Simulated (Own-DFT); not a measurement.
# Shaking the atoms of beta-Si3N4, 112 atoms (N64Si48)

All numbers below are calculated, not measured. The program, named Own-DFT, is a retired in-house plane-wave density functional code that no person has reviewed. Each row is one single-point run on a periodic cell that was not relaxed, without spin or spin-orbit coupling.

Settings of every run: PBE; PseudoDojo norm-conserving scalar-relativistic files; cutoff 42 hartree; 2 x 2 x 4 k mesh centred on Gamma; Fermi-Dirac smearing of 0.1 eV.

Known limits, some of them of some rows only: some atoms lie very close together; forces on such cells moved up to 12 meV/angstrom on a denser k mesh; stress not checked against mesh or cutoff.

Cell vectors in Å: (15.212, 0.000, 0.000); (-7.606, 13.174, 0.000); (0.000, 0.000, 5.818). In each run every atom was moved at random and independently from its ideal site; u is the rms move along one axis. E is the free energy for each atom above the fitted value at u = 0, and F the rms of the force components.

| run | u (Å) | E (meV/atom) | F (eV/Å) | largest force (eV/Å) | P (GPa) |
|---|---|---|---|---|---|
| 1 | 0.0210 | 22.4 | 0.873 | 3.20 | 5.53 |
| 2 | 0.0218 | 22.8 | 0.872 | 2.72 | 5.50 |
| 3 | 0.0490 | ? | ? | ? | ? |
| 4 | 0.0503 | 128.8 | 2.087 | 7.83 | 8.44 |
| 5 | 0.0992 | 468.8 | 4.407 | 20.09 | 17.69 |
| 6 | 0.1014 | 517.3 | 5.113 | 33.48 | 18.76 |
| 7 | 0.1044 | 542.3 | 5.123 | 26.33 | 20.03 |
| 8 | 0.1586 | 1193.6 | 8.581 | 53.73 | 35.44 |

## Worked fit

For small independent moves the energy grows as E = (3/2) K u², with K the mean stiffness felt by one atom. The runs with u up to 0.11 Å give K = 33.0 ± 0.5 eV/Å², with residuals divided by u² + 0.0006 Å², since the noise grows with the moves. The scatter is 3.8 meV/atom at u = 0.05 Å. The forces follow F = G u with G = 44.6 eV/Å²; no force at u = 0 is resolved. G exceeds K because the moves of its neighbours add to the force on an atom, and stiffness differs between atoms. At u = 0.159 Å the parabola gives 1246 meV/atom and the run 1194. The pressure follows P = 4.92 + 1347 u² GPa: at fixed volume, shortened bonds push harder than stretched ones pull.

## Withheld run

Question: what energy and rms force should run 3 give?

The fit gives 119 ± 4 meV/atom and about 2.18 eV/Å. The calculation gave 105.0 meV/atom and 1.889 eV/Å. This run lies off the fit, by chance or by something that the fit leaves out.
